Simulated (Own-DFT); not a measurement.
Hf$_{36}$O$_{71}$ (tetragonal hafnia with one neutral oxygen vacancy, atoms displaced) (calculated)

Computed with Own-DFT development build. A calculation, not a measurement: plane-wave PBE and HSE06 DFT by an unreviewed code, no spin, of a simulated cell at Gamma alone, so results move with cell size and shape, stress positive in tension, energies less offsets, not probed for a lower state with spin; hafnium file: forces about 75 meV/angstrom off all-electron values; oxygen file: force components 24 meV/angstrom off all-electron in a glass; k mesh not checked against a denser one; forces and stress are PBE's, HSE06 gives the energy alone, and its difference from PBE has offsets of its own; offsets are fitted by least squares, one for each functional and potential file, so energies compare only between cells with the same atoms and settings and are not formation energies; the far tail of each file's local potential was reset to the Coulomb form; each entry is a single point on an unrelaxed cell, so the pressure reflects the starting lattice, taken from the Materials Project, from which strain is counted, and rises with the displacements; printed positions are rounded, which can move forces by about a meV/angstrom; the program is a retired in-house code; no spin-orbit coupling.

Settings shared by all entries: first functional PBE; second functional HSE06; exact exchange share 0.25; screening 0.11 1/bohr; exchange divergence Gygi-Baldereschi; potential files PseudoDojo norm-conserving, scalar-relativistic, made for PBE, standard set; wave cutoff 48 hartree; occupations fixed; k mesh 1 x 1 x 1 centred on Gamma.

(1) Hf$_{36}$O$_{71}$ (tetragonal hafnia with one neutral oxygen vacancy, atoms displaced)

```cif
# cell vector a (Å): 10.7800 0.0000 0.0000
# cell vector b (Å): 0.0000 10.7800 0.0000
# cell vector c (Å): 0.0000 0.0000 10.4493
data_Hf36O71
_symmetry_space_group_name_H-M 'P 1'
_symmetry_Int_Tables_number 1
_cell_length_a 10.7800
_cell_length_b 10.7800
_cell_length_c 10.4493
_cell_angle_alpha 90.000
_cell_angle_beta 90.000
_cell_angle_gamma 90.000
_cell_volume 1214.30
loop_
_atom_site_label
_atom_site_type_symbol
_atom_site_fract_x
_atom_site_fract_y
_atom_site_fract_z
_atom_site_occupancy
Hf1 Hf 0.00114 0.00202 0.99639 1
Hf2 Hf 0.16127 0.16530 0.25097 1
O1 O 0.00291 0.16798 0.15194 1
O2 O 0.16941 0.99821 0.34675 1
O3 O 0.00135 0.16143 0.40354 1
O4 O 0.16801 0.00011 0.09991 1
Hf3 Hf 0.99754 0.99621 0.49771 1
Hf4 Hf 0.16418 0.16107 0.75219 1
O5 O 0.99924 0.16534 0.65458 1
O6 O 0.16519 0.99388 0.85179 1
O7 O 0.99512 0.16678 0.90525 1
O8 O 0.17207 0.00346 0.59775 1
Hf5 Hf 0.00269 0.32938 0.99445 1
Hf6 Hf 0.16996 0.49884 0.24902 1
O9 O 0.00751 0.50303 0.15321 1
O10 O 0.16571 0.32994 0.34933 1
O11 O 0.16172 0.33391 0.09849 1
Hf7 Hf 0.99852 0.33533 0.50021 1
Hf8 Hf 0.16407 0.50037 0.74855 1
O12 O 0.99938 0.50351 0.65643 1
O13 O 0.16438 0.33241 0.84885 1
O14 O 0.99877 0.50186 0.90708 1
O15 O 0.16973 0.33392 0.59744 1
Hf9 Hf 0.00621 0.66866 0.00028 1
Hf10 Hf 0.16331 0.83266 0.25491 1
O16 O 0.99486 0.83718 0.15227 1
O17 O 0.17012 0.66589 0.34703 1
O18 O 0.99957 0.83125 0.40096 1
O19 O 0.16486 0.67000 0.09554 1
Hf11 Hf 0.00096 0.66302 0.49659 1
Hf12 Hf 0.16490 0.83272 0.75227 1
O20 O 0.99804 0.83255 0.65588 1
O21 O 0.15978 0.66485 0.84637 1
O22 O 0.99859 0.82865 0.90485 1
O23 O 0.16669 0.67006 0.60084 1
Hf13 Hf 0.32893 0.99853 0.00001 1
Hf14 Hf 0.50173 0.16820 0.25428 1
O24 O 0.33296 0.16235 0.15437 1
O25 O 0.49686 0.99878 0.34778 1
O26 O 0.33549 0.16235 0.39912 1
O27 O 0.49839 0.00584 0.09878 1
Hf15 Hf 0.33356 0.00760 0.49514 1
Hf16 Hf 0.50211 0.16736 0.75396 1
O28 O 0.32615 0.17128 0.65337 1
O29 O 0.49977 0.00277 0.84622 1
O30 O 0.33182 0.16483 0.90450 1
O31 O 0.50340 0.00080 0.59810 1
Hf17 Hf 0.33200 0.33324 0.99923 1
Hf18 Hf 0.49641 0.49874 0.25122 1
O32 O 0.32923 0.50165 0.15418 1
O33 O 0.50025 0.33916 0.35291 1
O34 O 0.33494 0.49525 0.40184 1
O35 O 0.50021 0.33262 0.09550 1
Hf19 Hf 0.33259 0.33096 0.49421 1
Hf20 Hf 0.49857 0.49889 0.75020 1
O36 O 0.33097 0.49849 0.65038 1
O37 O 0.50295 0.33222 0.84840 1
O38 O 0.33302 0.50161 0.90733 1
O39 O 0.50277 0.33250 0.59765 1
Hf21 Hf 0.33162 0.66701 0.00317 1
Hf22 Hf 0.50006 0.83037 0.24839 1
O40 O 0.33738 0.83306 0.15140 1
O41 O 0.49810 0.66717 0.34975 1
O42 O 0.33239 0.83330 0.40100 1
O43 O 0.49939 0.66339 0.09988 1
Hf23 Hf 0.33333 0.66801 0.50213 1
Hf24 Hf 0.49695 0.83531 0.75135 1
O44 O 0.32994 0.83976 0.65871 1
O45 O 0.49797 0.66804 0.85321 1
O46 O 0.33097 0.83405 0.90721 1
O47 O 0.50084 0.66678 0.59440 1
Hf25 Hf 0.66721 0.99803 0.99766 1
Hf26 Hf 0.83327 0.16914 0.24690 1
O48 O 0.66455 0.16843 0.14802 1
O49 O 0.82953 0.00240 0.35144 1
O50 O 0.67050 0.16591 0.40655 1
O51 O 0.83724 0.99350 0.09826 1
Hf27 Hf 0.66597 0.99955 0.50079 1
Hf28 Hf 0.83655 0.16638 0.74804 1
O52 O 0.66655 0.16719 0.65693 1
O53 O 0.83106 0.99446 0.84644 1
O54 O 0.66434 0.16631 0.90375 1
O55 O 0.83044 0.00135 0.59555 1
Hf29 Hf 0.66763 0.33531 0.00003 1
Hf30 Hf 0.83266 0.50113 0.25188 1
O56 O 0.66464 0.49984 0.15129 1
O57 O 0.83520 0.33216 0.34662 1
O58 O 0.66804 0.50194 0.40543 1
O59 O 0.83233 0.33246 0.09349 1
Hf31 Hf 0.66406 0.33267 0.49916 1
Hf32 Hf 0.83468 0.50177 0.74717 1
O60 O 0.66383 0.50524 0.65214 1
O61 O 0.83647 0.33587 0.84511 1
O62 O 0.66670 0.49957 0.90422 1
O63 O 0.83501 0.33332 0.59935 1
Hf33 Hf 0.66271 0.66443 0.99849 1
Hf34 Hf 0.83444 0.83131 0.24793 1
O64 O 0.66720 0.83270 0.15428 1
O65 O 0.83315 0.66674 0.34152 1
O66 O 0.66922 0.83441 0.40034 1
O67 O 0.83391 0.67228 0.09943 1
Hf35 Hf 0.66746 0.66078 0.50097 1
Hf36 Hf 0.83157 0.83389 0.74459 1
O68 O 0.66412 0.83350 0.65503 1
O69 O 0.83428 0.67233 0.84748 1
O70 O 0.66514 0.83398 0.90136 1
O71 O 0.83433 0.66440 0.59706 1
```

| Quantity | Value |
| --- | --- |
| PBE energy of cell above offsets | -100.845 eV |
| HSE06 less PBE above offsets | -0.138 eV |
| PBE pressure | 1.03 GPa |
| PBE stress xx | -0.04 GPa |
| PBE stress yy | -1.23 GPa |
| PBE stress zz | -1.82 GPa |
| PBE stress yz | 0.18 GPa |
| PBE stress xz | 0.25 GPa |
| PBE stress xy | 0.03 GPa |

Force:
```
element  x (eV/Å)  y (eV/Å)  z (eV/Å)
     Hf    -0.354    -1.776     0.988
     Hf     1.033    -0.284    -0.434
      O    -0.975    -0.126    -0.202
      O    -0.287     0.159      0.35
      O     0.066     0.865     0.054
      O    -0.822    -0.087    -0.169
     Hf     0.129      0.34     0.535
     Hf     0.827     0.353    -0.567
      O     0.365    -0.077    -0.137
      O    -0.316     1.191    -0.054
      O     0.183     -0.64     -0.98
      O    -1.457    -0.107    -0.097
     Hf    -0.608      1.63     0.792
     Hf    -0.889    -0.386     0.415
      O    -1.386    -0.083     1.212
      O    -0.238     0.631         0
      O     1.234    -0.159     -0.09
     Hf     0.638    -0.312    -0.131
     Hf     0.547     -0.31     0.372
      O     0.308    -0.261    -1.141
      O    -0.092    -0.105    -0.178
      O     0.019    -0.545    -0.521
      O      -1.3     0.287    -0.373
     Hf    -1.958     -0.35     0.065
     Hf     0.572     0.277    -1.193
      O      1.88    -0.222      0.31
      O    -0.628    -0.524     0.376
      O     0.238    -0.177     0.144
      O     0.979     0.248     0.771
     Hf    -0.027    -0.157     0.523
     Hf    -0.229    -0.556    -0.258
      O     0.496     0.483    -0.771
      O      0.58     0.093      0.12
      O     0.453     1.515    -0.246
      O    -0.249    -0.237    -0.678
     Hf     1.137     0.369     1.097
     Hf     -0.44    -1.013    -1.309
      O    -0.203     0.809     0.421
      O     0.344     0.363    -0.077
      O     0.115     1.789    -0.198
      O     0.406    -0.404    -0.506
     Hf     0.544    -1.976     1.097
     Hf    -0.348    -0.194    -0.647
      O     1.287    -0.199     0.025
      O     -0.12     -0.64     0.193
      O    -0.264     0.461    -0.254
      O    -1.101     0.243    -0.068
     Hf    -0.099    -0.553     0.396
     Hf     0.337     0.992    -0.407
      O     0.917    -0.159    -0.377
      O     0.303    -1.227    -0.346
      O    -0.173     0.968    -0.035
      O    -0.638     0.289      0.49
     Hf    -0.101     0.037       1.4
     Hf    -0.174     0.307     0.127
      O     0.475     0.265     0.481
      O    -0.464     0.626    -0.084
      O    -0.045    -0.462    -0.523
      O    -0.626     0.051    -0.014
     Hf     0.611     0.512    -0.048
     Hf     0.322     0.632     0.322
      O    -1.043    -0.212     0.281
      O     0.008     -0.63     -0.23
      O    -0.182    -0.038      0.64
      O    -0.247     0.014     0.051
     Hf     0.167    -0.028    -0.443
     Hf     0.477     0.106     0.082
      O      0.57     -0.67    -0.373
      O    -0.019    -0.369     -0.76
      O    -0.003    -0.601    -0.538
      O    -0.625     0.064     0.594
     Hf    -0.226     0.046      0.68
     Hf    -0.306    -1.021    -0.036
      O     0.679     0.017     1.102
      O     0.591    -0.043    -0.733
      O    -0.595     0.734    -0.608
      O    -0.649     0.946    -0.403
     Hf     0.013    -0.816    -0.441
     Hf    -1.132    -0.093     0.549
      O     0.367     0.227    -0.258
      O     0.349      1.19     -0.01
      O     0.306     0.124    -0.152
      O     0.743    -0.066     0.349
     Hf    -0.205    -0.607    -0.022
     Hf     0.385     0.135    -1.334
      O     0.185    -0.125     0.608
      O     0.456     0.498     0.166
      O     0.198    -0.916    -0.742
      O     0.726     0.005     0.431
     Hf     0.402    -0.119      0.64
     Hf    -0.626     0.627     1.171
      O     0.333    -0.246     0.191
      O    -0.126    -0.399    -0.201
      O    -0.036     0.162    -0.579
      O    -0.302     0.193    -0.488
     Hf     1.058     0.794     0.331
     Hf    -0.988     0.887    -0.239
      O    -0.545     0.112    -0.421
      O     0.598    -0.769     1.194
      O    -0.129    -0.647     0.707
      O    -0.204    -0.663    -0.482
     Hf    -0.241     1.732    -0.017
     Hf    -0.354    -0.463     1.034
      O    -0.001    -0.114    -0.404
      O    -0.411    -1.141    -0.558
      O    -0.422    -0.287     0.294
      O     0.275    -0.009    -0.591
```

(2) Hf$_{36}$O$_{71}$ (tetragonal hafnia with one neutral oxygen vacancy, atoms displaced)

```cif
# cell vector a (Å): 10.7800 0.0000 0.0000
# cell vector b (Å): 0.0000 10.7800 0.0000
# cell vector c (Å): 0.0000 0.0000 10.4493
data_Hf36O71
_symmetry_space_group_name_H-M 'P 1'
_symmetry_Int_Tables_number 1
_cell_length_a 10.7800
_cell_length_b 10.7800
_cell_length_c 10.4493
_cell_angle_alpha 90.000
_cell_angle_beta 90.000
_cell_angle_gamma 90.000
_cell_volume 1214.30
loop_
_atom_site_label
_atom_site_type_symbol
_atom_site_fract_x
_atom_site_fract_y
_atom_site_fract_z
_atom_site_occupancy
Hf1 Hf 0.00444 0.00290 0.99681 1
Hf2 Hf 0.17022 0.15517 0.23523 1
O1 O 0.98481 0.16829 0.13790 1
O2 O 0.17327 0.99949 0.33409 1
O3 O 0.99728 0.16141 0.40724 1
O4 O 0.17924 0.99680 0.10257 1
Hf3 Hf 0.00720 0.98015 0.50520 1
Hf4 Hf 0.16872 0.16333 0.75661 1
O5 O 0.00699 0.16923 0.65741 1
O6 O 0.15966 0.00257 0.84388 1
O7 O 0.99857 0.15506 0.90373 1
O8 O 0.16415 0.99866 0.58965 1
Hf5 Hf 0.00626 0.34399 0.00009 1
Hf6 Hf 0.16869 0.50313 0.24645 1
O9 O 0.99162 0.49965 0.15298 1
O10 O 0.16678 0.33037 0.34505 1
O11 O 0.99664 0.51515 0.40392 1
O12 O 0.17494 0.33847 0.07872 1
Hf7 Hf 0.99655 0.32719 0.49939 1
Hf8 Hf 0.17091 0.49543 0.74923 1
O13 O 0.99632 0.50199 0.66448 1
O14 O 0.18027 0.33864 0.85605 1
O15 O 0.00950 0.49519 0.90930 1
O16 O 0.16766 0.33160 0.60292 1
Hf9 Hf 0.99807 0.67480 0.00686 1
Hf10 Hf 0.15741 0.83268 0.25311 1
O17 O 0.00169 0.85202 0.15523 1
O18 O 0.16800 0.66680 0.34454 1
O19 O 0.99570 0.82878 0.40249 1
O20 O 0.16518 0.66476 0.11295 1
Hf11 Hf 0.00653 0.66405 0.51054 1
Hf12 Hf 0.17038 0.84062 0.74880 1
O21 O 0.00946 0.82385 0.64145 1
O22 O 0.16597 0.66518 0.84558 1
O23 O 0.00554 0.82643 0.91725 1
O24 O 0.16373 0.67454 0.61175 1
Hf13 Hf 0.34228 0.99086 0.97907 1
Hf14 Hf 0.49247 0.16639 0.24439 1
O25 O 0.33447 0.17677 0.15974 1
O26 O 0.50202 0.99353 0.34391 1
O27 O 0.32936 0.17042 0.40638 1
O28 O 0.52002 0.99600 0.10042 1
Hf15 Hf 0.33620 0.00416 0.51182 1
Hf16 Hf 0.50006 0.17532 0.75138 1
O29 O 0.34480 0.16232 0.66026 1
O30 O 0.50407 0.99681 0.86883 1
O31 O 0.33417 0.17244 0.88919 1
O32 O 0.51205 0.00029 0.60551 1
Hf17 Hf 0.34359 0.33395 0.01243 1
Hf18 Hf 0.49757 0.49266 0.22894 1
O33 O 0.50118 0.33207 0.34795 1
O34 O 0.33264 0.49638 0.39981 1
O35 O 0.48276 0.34096 0.09925 1
Hf19 Hf 0.33040 0.33046 0.48529 1
Hf20 Hf 0.49930 0.50331 0.75773 1
O36 O 0.34470 0.49832 0.64675 1
O37 O 0.50786 0.33826 0.85590 1
O38 O 0.33051 0.50900 0.91427 1
O39 O 0.49388 0.34044 0.59904 1
Hf21 Hf 0.34004 0.66506 0.01772 1
Hf22 Hf 0.49267 0.82103 0.25039 1
O40 O 0.33793 0.83840 0.15621 1
O41 O 0.49842 0.66803 0.33977 1
O42 O 0.33224 0.83437 0.39528 1
O43 O 0.49244 0.65812 0.08982 1
Hf23 Hf 0.32957 0.65811 0.50500 1
Hf24 Hf 0.50628 0.84342 0.74376 1
O44 O 0.35267 0.81363 0.64775 1
O45 O 0.49656 0.65651 0.85193 1
O46 O 0.33116 0.83827 0.90190 1
O47 O 0.48814 0.66174 0.59144 1
Hf25 Hf 0.65917 0.00376 0.01771 1
Hf26 Hf 0.82914 0.17030 0.25209 1
O48 O 0.67704 0.16704 0.15243 1
O49 O 0.83685 0.00232 0.34295 1
O50 O 0.66521 0.15972 0.40562 1
O51 O 0.84650 0.99023 0.09674 1
Hf27 Hf 0.67095 0.98740 0.49510 1
Hf28 Hf 0.83313 0.16252 0.74473 1
O52 O 0.65942 0.16679 0.67093 1
O53 O 0.84135 0.00250 0.85084 1
O54 O 0.65707 0.17115 0.89505 1
O55 O 0.83380 0.00653 0.62009 1
Hf29 Hf 0.65379 0.34511 0.01191 1
Hf30 Hf 0.83022 0.48275 0.25592 1
O56 O 0.67115 0.48577 0.15597 1
O57 O 0.81750 0.32978 0.34766 1
O58 O 0.66900 0.50278 0.40632 1
O59 O 0.84358 0.33583 0.11007 1
Hf31 Hf 0.66688 0.33107 0.50412 1
Hf32 Hf 0.82882 0.49891 0.75604 1
O60 O 0.67356 0.50092 0.66728 1
O61 O 0.83085 0.33437 0.84162 1
O62 O 0.66006 0.49801 0.90454 1
O63 O 0.82582 0.34894 0.59626 1
Hf33 Hf 0.65901 0.67616 0.98287 1
Hf34 Hf 0.83517 0.82746 0.25988 1
O64 O 0.66853 0.82904 0.14930 1
O65 O 0.83178 0.66019 0.35743 1
O66 O 0.66097 0.84109 0.40632 1
O67 O 0.84419 0.66639 0.09561 1
Hf35 Hf 0.66294 0.67768 0.49514 1
Hf36 Hf 0.84004 0.83579 0.76086 1
O68 O 0.66774 0.84008 0.65774 1
O69 O 0.84304 0.65736 0.84116 1
O70 O 0.66715 0.83340 0.89642 1
O71 O 0.83322 0.66800 0.59899 1
```

| Quantity | Value |
| --- | --- |
| PBE energy of cell above offsets | -85.261 eV |
| HSE06 less PBE above offsets | 0.676 eV |
| PBE pressure | 6.24 GPa |
| PBE stress xx | -7.14 GPa |
| PBE stress yy | -5.45 GPa |
| PBE stress zz | -6.13 GPa |
| PBE stress yz | -0.23 GPa |
| PBE stress xz | -1.62 GPa |
| PBE stress xy | -0.38 GPa |

Force:
```
element  x (eV/Å)  y (eV/Å)  z (eV/Å)
     Hf    -1.177    -0.331     2.361
     Hf    -3.288     0.777     0.902
      O     3.173     -0.41       1.8
      O    -0.655     0.306     2.233
      O     0.022     0.201     0.156
      O    -0.173     1.134    -1.728
     Hf    -3.229     3.113    -0.941
     Hf     0.007     4.031    -0.188
      O    -0.792     0.447    -0.605
      O     1.075    -1.461      0.47
      O     0.984     3.509    -1.452
      O     2.421    -0.377     1.534
     Hf    -1.495     -2.23     0.144
     Hf     -1.07    -0.093     0.233
      O     2.239    -0.556     0.838
      O    -0.431     0.174    -0.785
      O     0.413    -3.714    -0.139
      O    -0.719     0.189      3.39
     Hf     1.074     0.397      0.87
     Hf    -0.441     0.424     0.925
      O     1.389    -0.021    -1.096
      O     -0.93    -1.359    -2.016
      O    -0.149     2.282    -0.624
      O     0.026     0.196    -1.078
     Hf     1.681    -3.861    -0.071
     Hf     1.981    -0.338    -0.823
      O    -0.116    -1.843     0.877
      O     0.077    -0.412     1.432
      O     0.527    -0.317    -0.634
      O     0.616     -0.07    -0.936
     Hf    -2.047    -0.813     0.142
     Hf      0.62    -4.332      0.38
      O      -1.2     2.174     2.024
      O     0.188     1.387    -0.075
      O     -0.23     2.679    -3.224
      O     1.892    -0.831    -1.483
     Hf    -0.321     3.114     3.196
     Hf     2.888    -1.701     3.289
      O     0.545    -0.078    -1.752
      O    -0.584     1.388     0.212
      O     0.547    -2.991    -0.925
      O    -8.211     0.735     3.662
     Hf      1.77     -0.68     -2.34
     Hf     1.305     0.524     2.154
      O    -3.131    -1.418    -2.284
      O    -0.411    -0.133    -2.094
      O     0.256    -1.477     2.182
      O    -1.845    -0.565    -0.242
     Hf    -7.831     0.209    -7.646
     Hf      -0.3     1.298     4.323
      O    -0.182    -0.139    -1.494
      O    -0.193     0.563    -1.453
      O     7.598     0.254     4.466
     Hf     0.019     2.019     2.784
     Hf     0.592     -1.83    -2.065
      O    -2.567     0.509     0.751
      O    -1.002     0.251     0.498
      O      0.65    -1.286     0.407
      O     0.991    -1.102    -0.294
     Hf    -6.194     0.232    -3.547
     Hf     0.549     3.011     0.203
      O    -0.671    -0.613    -1.603
      O     0.444    -2.458     0.477
      O    -0.016     0.051     1.998
      O     5.108    -0.517     2.629
     Hf     -0.74      0.84    -0.854
     Hf     0.246    -0.421     1.375
      O      -3.2     2.614     0.634
      O     0.797     3.799     0.381
      O     -0.35    -2.635    -1.574
      O     4.037     0.061      0.14
     Hf     8.188     0.982    -4.956
     Hf      2.29    -1.332    -0.478
      O    -3.274     0.497    -0.771
      O    -0.559    -1.635     1.384
      O    -0.061     0.373     0.534
      O    -2.862     0.199     0.018
     Hf     0.467     5.186      2.19
     Hf     0.004     0.803      2.23
      O     2.062     0.733    -2.954
      O     0.023    -1.267     0.059
      O     0.369    -0.339     3.042
      O     0.629     -1.47    -2.947
     Hf     3.628     -2.32    -2.877
     Hf      1.33      3.14    -0.381
      O    -1.963      0.26    -0.779
      O     0.745    -0.876     2.035
      O    -0.517    -0.177     0.451
      O    -2.004     0.295    -0.998
     Hf    -1.546     0.648    -0.134
     Hf     1.599    -1.577    -0.984
      O    -3.255     0.498    -1.313
      O     0.448    -0.814     1.171
      O     0.542     1.247     1.147
      O     1.732     -1.62    -0.667
     Hf     1.836    -0.997     1.727
     Hf      0.31     0.193    -2.348
      O    -0.437    -0.973     0.427
      O    -1.047      1.67    -1.246
      O     0.532    -3.303    -2.246
      O    -3.135     0.693     0.513
     Hf     1.191    -3.665     1.271
     Hf     -0.39    -0.149    -0.877
      O      1.12    -0.927    -1.001
      O    -0.641     3.145     2.062
      O     0.374     0.387    -0.312
      O     -0.59     1.006    -0.395
```
